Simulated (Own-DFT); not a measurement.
# Stretching a layer in its plane: wurtzite AlGaN with randomly placed atoms, 72 atoms (Al27Ga9N36)

Source: density functional calculations with Own-DFT, an unreviewed in-house program that is no longer used. Nothing was measured or relaxed, and spin and spin-orbit coupling are left out.

Common settings: PBE; PseudoDojo norm-conserving scalar-relativistic files (stringent for Ga); cutoff 96 hartree; 4 x 4 x 3 k mesh centred on Gamma; Gaussian smearing of 0.01 eV.

Keep in mind: forces on such cells passed a denser k mesh, each cell not checked; stress not checked against mesh or cutoff.

Unstrained cell vectors in Å: (9.394, 0.000, 0.000); (-4.697, 8.135, 0.000); (0.000, 0.000, 10.066). The unstrained cell has measured lattice constants (interpolated for alloys), not those of this functional. That, the random moves and any unrelaxed bonds set the pressure at no strain. Each run strains x and y alike by e, as a substrate would, and holds the height along z. Random moves of width 0.05 Å per axis were added to every atom. The random placing of the alloy's atoms differs from row to row. Stress is positive in tension.

| e (%) | u (Å) | (s_xx + s_yy)/2 (GPa) | s_zz (GPa) |
|---|---|---|---|
| -3.00 | 0.049 | -27.04 | -10.75 |
| -2.50 | 0.049 | -23.42 | -10.19 |
| -1.75 | 0.049 | -17.22 | -8.75 |
| -0.75 | 0.046 | -10.66 | -6.84 |
| -0.25 | 0.051 | -7.48 | -7.34 |
| 0.75 | 0.049 | -2.18 | -5.44 |
| 1.25 | 0.054 | 0.46 | -5.15 |
| 1.75 | 0.051 | 2.52 | -3.74 |
| 2.00 | 0.051 | ? | ? |
| 2.75 | 0.047 | 7.83 | -3.97 |

## Analysis

With e as a fraction, the in-plane stress is -6.2 + 590 e - 3400 e² GPa (errors 7 and 416, scatter 0.38), and s_zz is -6.7 + 127 e GPa (slope ± 10, scatter 0.56). At e = 0 the first slope is C11 + C12 and the second 2 C13, both with the ions held to the strained lattice and at the cell's own pressure. The term in e² is negative: the layer stiffens under compression and softens under tension. A free layer would change its height as e changes, and the in-plane slope would drop by 2 C13²/C33 to the biaxial modulus. At fixed height, a misfit of 1 % moves the in-plane stress by about 5.9 GPa and s_zz by 1.3 GPa.

## Withheld run

The question: what are the two stresses at e = 2.00 %?

Estimate: 4.2 and -4.1 GPa. The hidden result is 5.20 and -6.66 GPa. This run lies off the fit, by chance or by something that the fit leaves out.
